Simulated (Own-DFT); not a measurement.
# Strain and stress in diamond-structure GeSn with randomly placed atoms, 64 atoms (Ge60Sn4)

Calculated results; nothing here was measured. They come from Own-DFT, an in-house plane-wave density functional program, since retired, whose code no person has reviewed. Each row is one single-point run on a periodic cell that was not relaxed, without spin or spin-orbit coupling.

Settings of every run: PBE; PseudoDojo norm-conserving scalar-relativistic files; cutoff 49 hartree; 3 x 3 x 3 k mesh centred on Gamma; Fermi-Dirac smearing of 0.1 eV.

Known limits: forces on such cells moved up to 12 meV/angstrom on a denser k mesh; stress not checked against mesh or cutoff.

Unstrained cell vectors in Å: (11.420, 0.000, 0.000); (0.000, 11.420, 0.000); (0.000, 0.000, 11.420). The unstrained cell has measured lattice constants (interpolated for alloys), not those of this functional. That, the random moves and any unrelaxed bonds set the pressure at no strain. Each run strains this cell uniformly, with the atoms carried along. Every atom was also moved at random, by a Gaussian of width 0.05 Å on each axis. The random placing of the alloy's atoms differs from row to row. Strain is the symmetric tensor, in per cent. Stress is positive in tension, and the pressure is minus a third of its trace.

```
run  e_xx (%)  e_yy (%)  e_zz (%)  s_xx (GPa)  s_yy (GPa)  s_zz (GPa)  P (GPa)  E (meV/atom)
  1     -1.75     -1.75      0.00       -8.25       -8.30       -7.38     7.98          57.8
  2     -1.25     -1.25      0.00       -7.01       -7.09       -6.16     6.75          24.2
  3     -2.75     -2.75      0.00      -10.22      -10.23       -8.31     9.58          65.1
  4      0.25      0.25      0.00       -4.46       -4.39       -4.58     4.48          10.0
  5      1.75      1.75      0.00       -2.14       -2.11       -3.10     2.45           0.0
  6     -2.00     -2.00      0.00       -8.84       -8.65       -7.48     8.32          57.6
  7     -3.00     -3.00      0.00      -11.08      -10.74       -8.82    10.21          83.0
  8     -2.50     -2.50      0.00       -9.86       -9.86       -8.10     9.27          70.3
  9      1.00      1.00      0.00           ?           ?           ?        ?             ?
```

E is the free energy for each atom above the lowest run shown.

## Worked fit

The change of volume is close to e_xx + e_yy + e_zz. A straight line through the runs shown gives P = 5.09 - 83 x (fractional change of volume) GPa, with an error of 3 on the slope and a scatter of 0.24 GPa. The strain isn't the same on all axes, but the crystal is cubic, so the slope still estimates the bulk modulus, averaged over pressures from 2.5 to 10.2 GPa.

## Withheld run

Question: what pressure should run 9 give? Its volume changes by 2.01 %.

The line gives 3.4 GPa. The calculation gave 3.43 GPa.
